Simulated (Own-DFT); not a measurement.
# Computed records: Si$_{3}$N$_{4}$ (beta silicon nitride, strained, atoms displaced)

Computed with Own-DFT development build. A calculation, not a measurement: plane-wave PBE density functional theory by an unreviewed code, no spin, of a simulated periodic cell, stress positive in tension, free energy of the whole cell less one offset for each atom, forces on such cells moved up to 12 meV/angstrom on a denser k mesh; offsets are fitted by least squares, one for each functional and potential file, so energies compare only between cells with the same atoms and settings and are not formation energies; the far tail of each file's local potential was reset to the Coulomb form; each entry is a single point on an unrelaxed cell, so the pressure reflects the starting lattice, mostly measured values (interpolated for alloys), from which strain is counted, and rises with the displacements; printed positions are rounded, which can move forces by about a meV/angstrom; the program, named Own-DFT, is a retired in-house code; no spin-orbit coupling; before rounding, a Quantum ESPRESSO 7.3.1 run of the same cell and cutoff gave forces within 1 meV/angstrom rms on each cell, which checks the program and not the settings.

Settings shared by all entries: functional PBE; potential files PseudoDojo norm-conserving, scalar-relativistic, standard set; wave cutoff 42 hartree; occupations Fermi-Dirac; smearing width 0.1 eV; k mesh 2 x 2 x 4 centred on Gamma.

(1) Si$_{3}$N$_{4}$ (beta silicon nitride, strained, atoms displaced)

```
cell vectors (Å)
  15.2714     0.0419    -0.1050
  -7.5994    13.2746    -0.0018
  -0.0402    -0.0240     5.8689
atoms (fractions of the cell vectors)
Si  0.08260  0.38370  0.13380
Si  0.12045  0.20757  0.13821
Si  0.30507  0.42163  0.11750
Si  0.40907  0.11834  0.36770
Si  0.38368  0.30112  0.35672
Si  0.20020  0.08214  0.37357
N   0.16833  0.01656  0.11912
N   0.48912  0.14776  0.11699
N   0.34957  0.32953  0.11697
N   0.33826  0.48174  0.37230
N   0.01472  0.34779  0.36991
N   0.15314  0.16926  0.37371
N   0.16606  0.33543  0.12921
N   0.33286  0.16517  0.36914
Si  0.08910  0.38291  0.63629
Si  0.10807  0.19851  0.61724
Si  0.29481  0.41018  0.62581
Si  0.40934  0.11431  0.88514
Si  0.38357  0.29705  0.87076
Si  0.20413  0.08913  0.86922
N   0.16775  0.01007  0.62556
N   0.48149  0.15736  0.62021
N   0.35012  0.33314  0.62207
N   0.34129  0.49171  0.88448
N   0.01779  0.34883  0.86273
N   0.14705  0.15535  0.86306
N   0.16800  0.33492  0.63135
N   0.33316  0.17031  0.87633
Si  0.08538  0.88240  0.12237
Si  0.10946  0.69863  0.11995
Si  0.29861  0.91208  0.11968
Si  0.41930  0.62230  0.38182
Si  0.39420  0.80565  0.38105
Si  0.20150  0.58667  0.36658
N   0.16981  0.51731  0.12652
N   0.48776  0.65167  0.11854
N   0.34879  0.83247  0.10933
N   0.33538  0.98378  0.38346
N   0.01255  0.85414  0.37085
N   0.14860  0.66419  0.37919
N   0.17160  0.84106  0.12822
N   0.32760  0.66859  0.38157
Si  0.09178  0.88597  0.61455
Si  0.11487  0.69816  0.60930
Si  0.30197  0.90791  0.63905
Si  0.41302  0.61700  0.87829
Si  0.38047  0.79387  0.88340
Si  0.19636  0.58665  0.87196
N   0.16561  0.51118  0.61605
N   0.48482  0.65068  0.63206
N   0.34969  0.83220  0.61773
N   0.33504  0.97861  0.86489
N   0.01211  0.84827  0.88192
N   0.14997  0.66460  0.87249
N   0.16559  0.83052  0.63398
N   0.32888  0.66412  0.86124
Si  0.58668  0.38400  0.12305
Si  0.61427  0.19598  0.11915
Si  0.79377  0.40918  0.12518
Si  0.91503  0.11924  0.37721
Si  0.88742  0.29608  0.37409
Si  0.70251  0.08444  0.36832
N   0.67093  0.01289  0.12402
N   0.98222  0.14485  0.13338
N   0.84605  0.32751  0.12027
N   0.84058  0.48554  0.36464
N   0.51919  0.35328  0.37897
N   0.65047  0.17408  0.36905
N   0.66280  0.32766  0.11298
N   0.83324  0.16738  0.38148
Si  0.58731  0.38104  0.63674
Si  0.61566  0.20383  0.63026
Si  0.79700  0.40993  0.63038
Si  0.91427  0.11797  0.88230
Si  0.89007  0.29637  0.87664
Si  0.70385  0.08514  0.87936
N   0.66414  0.02320  0.63163
N   0.98584  0.14513  0.63298
N   0.84623  0.33567  0.63597
N   0.83377  0.48681  0.86229
N   0.51279  0.34886  0.87110
N   0.64714  0.16718  0.86249
N   0.66353  0.33496  0.62248
N   0.83591  0.16583  0.87155
Si  0.59250  0.89106  0.10800
Si  0.61293  0.70081  0.12115
Si  0.79838  0.91431  0.13336
Si  0.91399  0.61753  0.35848
Si  0.88192  0.80034  0.36873
Si  0.70286  0.58572  0.36667
N   0.66906  0.51361  0.12663
N   0.98414  0.65193  0.12817
N   0.84885  0.83158  0.11882
N   0.83007  0.98529  0.36425
N   0.51422  0.84342  0.36504
N   0.65568  0.67149  0.37374
N   0.66939  0.83441  0.13600
N   0.83145  0.66291  0.38552
Si  0.58098  0.87977  0.62594
Si  0.60941  0.69046  0.63120
Si  0.79760  0.91528  0.63105
Si  0.91298  0.61619  0.86281
Si  0.87490  0.79409  0.86462
Si  0.69861  0.58799  0.85415
N   0.66861  0.51405  0.62334
N   0.98533  0.65057  0.63590
N   0.85220  0.83480  0.62332
N   0.83029  0.98160  0.86797
N   0.51255  0.85383  0.86823
N   0.64857  0.66662  0.87038
N   0.66582  0.82655  0.61563
N   0.83676  0.66507  0.87961
```

It finds free energy of cell above offsets -10.172 eV; pressure 2.18 GPa; stress xx -4.41 GPa; stress yy 0.88 GPa; stress zz -2.99 GPa; stress yz -1.92 GPa; stress xz -1.28 GPa; stress xy 1.15 GPa.

Force:
| element | x (eV/Å) | y (eV/Å) | z (eV/Å) |
| --- | --- | --- | --- |
| Si | 2.632 | 1.285 | -2.02 |
| Si | -0.384 | -1.054 | -3.472 |
| Si | -0.785 | -3.349 | 1.462 |
| Si | 3.129 | -1.533 | 1.066 |
| Si | 3.062 | -1.912 | 4.037 |
| Si | 0.964 | 0.822 | -0.166 |
| N | -0.371 | -0.519 | 0.221 |
| N | -2.976 | -1.356 | 1.105 |
| N | -3.177 | 2.616 | -1.529 |
| N | 0.136 | 2.341 | 1.248 |
| N | 0.028 | -0.082 | 2.082 |
| N | 0.416 | -1.048 | 1.362 |
| N | 0.799 | 0.644 | -0.266 |
| N | -2.855 | 1.68 | -0.235 |
| Si | 0.48 | 1.237 | -3.084 |
| Si | 4.585 | 1.593 | 1.741 |
| Si | 1.404 | 1.002 | -0.297 |
| Si | 0.72 | 0.209 | -3.042 |
| Si | 0.895 | -0.343 | -1.07 |
| Si | 1.765 | -2.106 | 0.649 |
| N | -0.257 | 2.919 | -0.681 |
| N | 1.096 | -0.547 | 1.141 |
| N | -1.015 | 0.781 | -0.677 |
| N | -0.057 | -2.236 | -2.485 |
| N | -0.926 | -0.312 | 3.043 |
| N | -4.151 | 3.325 | 0.98 |
| N | -0.185 | -2.018 | -0.021 |
| N | 0.761 | -1.888 | 0.046 |
| Si | -0.369 | 1.121 | -0.286 |
| Si | 1.426 | 2.905 | 0.34 |
| Si | -0.456 | 1.015 | 1.677 |
| Si | -2.999 | -1.724 | -1.581 |
| Si | -3.913 | -3.39 | -2.136 |
| Si | 0.382 | 0.498 | 1.929 |
| N | -1.123 | -1.894 | -1.494 |
| N | -1.465 | -0.48 | 1.587 |
| N | -0.135 | 0.737 | 3.717 |
| N | 0.662 | -0.152 | -1.149 |
| N | 1.004 | 0.131 | 0.088 |
| N | 0.565 | -0.973 | -3.209 |
| N | -0.475 | -3.684 | 0.001 |
| N | 3.536 | 0.784 | -0.523 |
| Si | -1.729 | -2.692 | 2.139 |
| Si | -2.467 | 2.347 | 3.701 |
| Si | -3.667 | 0.442 | -4.405 |
| Si | -1.557 | 1.016 | -0.554 |
| Si | 0.773 | -0.986 | -3.14 |
| Si | 2.649 | -0.963 | -0.557 |
| N | -0.649 | 0.996 | 0.853 |
| N | -0.377 | -0.39 | 0.115 |
| N | 1.671 | -0.639 | 1.456 |
| N | 0.101 | 3.356 | 3.304 |
| N | -0.235 | 0.169 | -2.164 |
| N | -1.465 | 0.393 | 0.125 |
| N | 1.579 | -0.538 | -0.643 |
| N | 0.964 | 0.223 | 0.837 |
| Si | 0.65 | -0.427 | 0.671 |
| Si | -1.09 | 2.947 | -0.844 |
| Si | -0.299 | 0.578 | -1.28 |
| Si | -0.808 | -1.853 | 0.421 |
| Si | -3.209 | 0.507 | 0.657 |
| Si | -1.097 | 2.575 | 2.339 |
| N | -0.753 | 2.353 | -0.2 |
| N | 1.528 | 1.395 | -0.478 |
| N | 0.873 | 0.514 | 0.339 |
| N | -0.149 | -0.986 | 0.989 |
| N | -1.818 | -0.548 | -1.028 |
| N | 3.361 | -2.979 | 1.466 |
| N | 0.368 | 1.001 | 0.25 |
| N | 0.361 | -0.567 | -0.217 |
| Si | -1.809 | 1.18 | -1.736 |
| Si | -3.11 | 0.984 | -3.128 |
| Si | -2.412 | 2.086 | -1.868 |
| Si | 0.639 | -2.309 | -0.462 |
| Si | -3.069 | 0.049 | -0.55 |
| Si | -0.719 | 2.791 | -0.824 |
| N | 0.158 | -3.778 | -2.207 |
| N | -2.928 | -0.633 | -0.619 |
| N | 4.116 | -2.395 | -1.237 |
| N | 0.478 | -0.885 | 2.262 |
| N | 0.107 | 0.617 | 1.127 |
| N | 3.521 | -2.499 | 3.008 |
| N | 3.484 | -0.928 | 0.146 |
| N | -0.961 | 0.266 | 0.366 |
| Si | 0.468 | -4.442 | 1.533 |
| Si | 1.678 | 2.449 | 1.204 |
| Si | 0.178 | -1.807 | -2.75 |
| Si | -1.034 | -1.272 | 3.699 |
| Si | 2.022 | -2.324 | 0.761 |
| Si | 0.503 | 0.076 | 0.957 |
| N | -1.043 | 0.452 | -2.185 |
| N | 0.509 | -0.061 | -2.194 |
| N | -2.112 | 1.222 | -0.038 |
| N | 0.693 | 1.747 | 3.268 |
| N | 2.227 | 2.214 | -0.312 |
| N | -0.22 | -1.812 | -0.003 |
| N | -1.41 | -0.437 | -1.164 |
| N | -0.27 | 2.069 | -0.718 |
| Si | 3.177 | 1.117 | -1.126 |
| Si | -0.046 | 4.322 | -3.422 |
| Si | -0.587 | -2.748 | -2.908 |
| Si | -0.179 | -0.806 | 1.578 |
| Si | 4.733 | -0.654 | 1.924 |
| Si | 3.603 | -0.54 | 3.4 |
| N | -1.145 | -0.241 | -1.081 |
| N | 1.03 | 0.092 | -3.581 |
| N | -2.419 | 1.49 | -1.563 |
| N | 0.364 | 2.562 | 2.692 |
| N | 0.415 | -0.161 | 0.856 |
| N | 1.257 | -1.221 | 2.1 |
| N | -1.617 | 1.174 | 0.965 |
| N | -4.147 | 0.705 | -0.424 |

(2) Si$_{3}$N$_{4}$ (beta silicon nitride, strained, atoms displaced)

```
cell vectors (Å)
  15.2748    -0.0722    -0.1956
  -7.7000    13.2672    -0.0536
  -0.0748    -0.0669     5.7141
atoms (fractions of the cell vectors)
Si  0.08237  0.37900  0.12121
Si  0.11352  0.20180  0.13203
Si  0.29521  0.41125  0.11937
Si  0.41892  0.11749  0.38078
Si  0.38573  0.29951  0.36702
Si  0.20318  0.08955  0.36307
N   0.16334  0.01489  0.12214
N   0.48045  0.15083  0.13289
N   0.34650  0.33486  0.11070
N   0.32730  0.47924  0.37646
N   0.02269  0.35170  0.38944
N   0.15263  0.16855  0.36121
N   0.16748  0.33471  0.13663
N   0.33396  0.16656  0.39368
Si  0.08539  0.38262  0.61954
Si  0.11911  0.20312  0.62456
Si  0.30266  0.41364  0.61964
Si  0.41297  0.11421  0.87072
Si  0.38532  0.29801  0.88739
Si  0.20878  0.08930  0.86919
N   0.16565  0.01924  0.62773
N   0.48257  0.15428  0.62840
N   0.35270  0.33374  0.60420
N   0.33392  0.48633  0.86610
N   0.00671  0.34471  0.87002
N   0.15116  0.16754  0.85832
N   0.16451  0.33520  0.61284
N   0.33946  0.17022  0.87869
Si  0.08338  0.88332  0.12717
Si  0.11295  0.69813  0.12704
Si  0.29435  0.90996  0.13284
Si  0.40796  0.60838  0.37152
Si  0.38834  0.80370  0.37711
Si  0.20476  0.59071  0.36503
N   0.16226  0.51928  0.12463
N   0.48256  0.64954  0.11808
N   0.35231  0.83473  0.11728
N   0.32985  0.98456  0.36807
N   0.00924  0.84345  0.36935
N   0.15315  0.66737  0.37693
N   0.16970  0.83359  0.13267
N   0.33897  0.66926  0.36703
Si  0.08777  0.88251  0.62508
Si  0.11654  0.70634  0.61879
Si  0.30004  0.91401  0.61451
Si  0.41128  0.61528  0.85956
Si  0.37999  0.79297  0.88781
Si  0.20238  0.58626  0.87290
N   0.16425  0.51198  0.63149
N   0.48623  0.65199  0.62296
N   0.35452  0.83379  0.61727
N   0.33037  0.98432  0.87877
N   0.01196  0.85076  0.87336
N   0.15371  0.65981  0.86448
N   0.16631  0.83584  0.61811
N   0.33146  0.66310  0.87275
Si  0.58881  0.38506  0.12014
Si  0.61504  0.19699  0.12670
Si  0.79737  0.41390  0.13431
Si  0.91574  0.11795  0.38406
Si  0.88305  0.29646  0.36580
Si  0.70958  0.09184  0.38061
N   0.66570  0.01859  0.12151
N   0.98748  0.15366  0.12353
N   0.85323  0.33727  0.11629
N   0.83718  0.49053  0.36838
N   0.51047  0.34632  0.38435
N   0.64533  0.16740  0.37509
N   0.67574  0.33841  0.12014
N   0.83282  0.16533  0.36462
Si  0.58255  0.38471  0.64374
Si  0.62202  0.20329  0.62354
Si  0.79841  0.41859  0.63098
Si  0.90817  0.11131  0.86045
Si  0.87859  0.29638  0.88272
Si  0.70292  0.08889  0.87847
N   0.66034  0.01631  0.62287
N   0.99285  0.15466  0.62249
N   0.84249  0.33460  0.62971
N   0.83819  0.48644  0.87899
N   0.51411  0.34800  0.87034
N   0.63959  0.15878  0.86586
N   0.65984  0.32716  0.62458
N   0.83518  0.16775  0.87831
Si  0.58817  0.88903  0.13321
Si  0.61653  0.69694  0.15065
Si  0.79338  0.91128  0.13331
Si  0.90623  0.61319  0.37513
Si  0.88619  0.79680  0.35849
Si  0.69933  0.58570  0.37596
N   0.67011  0.52182  0.11693
N   0.97849  0.64962  0.13054
N   0.85945  0.84380  0.10903
N   0.82045  0.97800  0.37290
N   0.51718  0.85233  0.38238
N   0.64994  0.66384  0.37066
N   0.66367  0.83286  0.11982
N   0.83410  0.66741  0.36888
Si  0.58844  0.88880  0.63682
Si  0.61184  0.70006  0.63510
Si  0.79518  0.91686  0.60261
Si  0.91098  0.61353  0.88941
Si  0.88645  0.79490  0.85887
Si  0.70229  0.58464  0.87401
N   0.66707  0.51541  0.62906
N   0.98551  0.64880  0.61554
N   0.85072  0.83086  0.63363
N   0.83640  0.99025  0.87144
N   0.51630  0.85168  0.87246
N   0.64834  0.66691  0.86979
N   0.66811  0.83287  0.62112
N   0.83183  0.66533  0.87933
```

It finds free energy of cell above offsets -6.523 eV; pressure 11.42 GPa; stress xx -6.77 GPa; stress yy -5.66 GPa; stress zz -21.84 GPa; stress yz -3.66 GPa; stress xz -4.84 GPa; stress xy -2.12 GPa.

Force:
| element | x (eV/Å) | y (eV/Å) | z (eV/Å) |
| --- | --- | --- | --- |
| Si | 1.138 | 1.883 | 0.42 |
| Si | 0.266 | 1.922 | -3.962 |
| Si | -1.032 | 0.708 | -0.956 |
| Si | -4.451 | -0.964 | -0.848 |
| Si | -0.307 | -3.074 | -0.708 |
| Si | 0.858 | 0.273 | 2.375 |
| N | -0.008 | -0.489 | -1.082 |
| N | 3.332 | 1.127 | -1.381 |
| N | 0.314 | 0.407 | 1.991 |
| N | 1.015 | 2.255 | -1.407 |
| N | -6.694 | -3.18 | -7.447 |
| N | 1.29 | -1.15 | 2.87 |
| N | -0.835 | -0.901 | -1.2 |
| N | 0.093 | 0.395 | -1.466 |
| Si | 3.27 | 2.118 | 6.372 |
| Si | -0.237 | 3.115 | -2.615 |
| Si | -2.158 | -2.65 | 0.614 |
| Si | -1.032 | -0.226 | 0.781 |
| Si | -0.176 | -1.279 | -4.503 |
| Si | -1.232 | 1.044 | 1.547 |
| N | -0.135 | -2.5 | -2.688 |
| N | 3.478 | 0.443 | 1.372 |
| N | -1.632 | 1.384 | 4.134 |
| N | 0.552 | -0.77 | 1.144 |
| N | 1.344 | 0.797 | 0 |
| N | 2.157 | -1.26 | 4.551 |
| N | 2.63 | -1.113 | 1.05 |
| N | -1.078 | -0.375 | 0.462 |
| Si | 1.653 | 0.209 | -0.192 |
| Si | 0.013 | 0.878 | -1.445 |
| Si | 1.065 | 0.364 | -2.959 |
| Si | 0.075 | 1.994 | -1.321 |
| Si | 2.188 | -2.94 | -1.696 |
| Si | 1.288 | -0.333 | 3.214 |
| N | 0.02 | -3.178 | -0.999 |
| N | 1.195 | -0.452 | 1.58 |
| N | -2.26 | 1.613 | 2.678 |
| N | 1.201 | 1.581 | 1.695 |
| N | 3.249 | 1.876 | 0.554 |
| N | -0.344 | 0.107 | -0.26 |
| N | -2.719 | -2.213 | -0.538 |
| N | -1.634 | -0.136 | 0.338 |
| Si | -1.529 | 1.54 | 0.134 |
| Si | 0.457 | -1.017 | 1.06 |
| Si | -0.328 | -0.76 | 1.632 |
| Si | 0.012 | 0.469 | 1.797 |
| Si | 2.679 | -0.727 | -4.03 |
| Si | 1.517 | -1.452 | 0.045 |
| N | -0.106 | 0.801 | -2.238 |
| N | -0.996 | -1.158 | -0.872 |
| N | -3.149 | 1.718 | 2.703 |
| N | 0.777 | -0.227 | -0.653 |
| N | 2.909 | 0.445 | -0.892 |
| N | -4.691 | 3.4 | 1.142 |
| N | 1.574 | -0.624 | 0.364 |
| N | 0.21 | 1.23 | -0.135 |
| Si | 0.976 | -0.051 | 2.485 |
| Si | -3.483 | 2.679 | -2.08 |
| Si | 1.938 | 0.821 | -2.167 |
| Si | 0.196 | -0.531 | -3.052 |
| Si | 1.323 | 1.1 | 2.641 |
| Si | -3.093 | -2.12 | -0.45 |
| N | -0.11 | 0.156 | 1.316 |
| N | -2.321 | -1.564 | 0.481 |
| N | -2.17 | 0.944 | 3.335 |
| N | -0.283 | -3.252 | 2.36 |
| N | 2.741 | 2.177 | -2.501 |
| N | 4.666 | -2.593 | 0.083 |
| N | -3.731 | -3.222 | 0.195 |
| N | 1.5 | 1.916 | 0.704 |
| Si | 3.174 | -0.409 | -4.576 |
| Si | -4.742 | 1.478 | 0.086 |
| Si | -1.386 | -2.225 | -1.78 |
| Si | 1.917 | 3.774 | 1.819 |
| Si | 2.303 | -0.725 | -3.956 |
| Si | 0.224 | 0.026 | -0.687 |
| N | 0.811 | 1.664 | 0.035 |
| N | -3.06 | -1.903 | 0.814 |
| N | 1.323 | -0.871 | -1.811 |
| N | -0.285 | -0.429 | 1.165 |
| N | -1.179 | -0.006 | 3.293 |
| N | 2.821 | -1.121 | 2.967 |
| N | 0.441 | 3.689 | 0.235 |
| N | -1.787 | -0.18 | -0.512 |
| Si | 0.601 | -1.739 | -0.438 |
| Si | -5.467 | 3.636 | -8.716 |
| Si | 0.912 | -1.889 | -5.314 |
| Si | 1.145 | 3.237 | 0.352 |
| Si | -2.957 | -0.38 | 1.685 |
| Si | 1.936 | 1.459 | 0.539 |
| N | -0.71 | -4.315 | 1.816 |
| N | 3.511 | 1.372 | 1.373 |
| N | -1.304 | -0.3 | 1.223 |
| N | 1.066 | 7.107 | -1.62 |
| N | -0.181 | 0.548 | -1.157 |
| N | 2.383 | -1.959 | 6.447 |
| N | 0.654 | -0.713 | 0.626 |
| N | -2.112 | -0.789 | 0.357 |
| Si | 1.51 | -2.019 | -1.08 |
| Si | 0.277 | 2.768 | -1.843 |
| Si | 1.726 | -4.981 | 7.339 |
| Si | -0.896 | 1.355 | -4.309 |
| Si | -1.065 | -0.968 | 3.04 |
| Si | -0.872 | 4.31 | -0.408 |
| N | -0.394 | -1.744 | -1.67 |
| N | -0.519 | -0.058 | 2.546 |
| N | -2.985 | 2.343 | -5.863 |
| N | -0.511 | -3.714 | -0.307 |
| N | -1.376 | -0.449 | 1.592 |
| N | 2.548 | -2.101 | 3.434 |
| N | -1.391 | 0.054 | 0.161 |
| N | 0.69 | -0.236 | -0.376 |
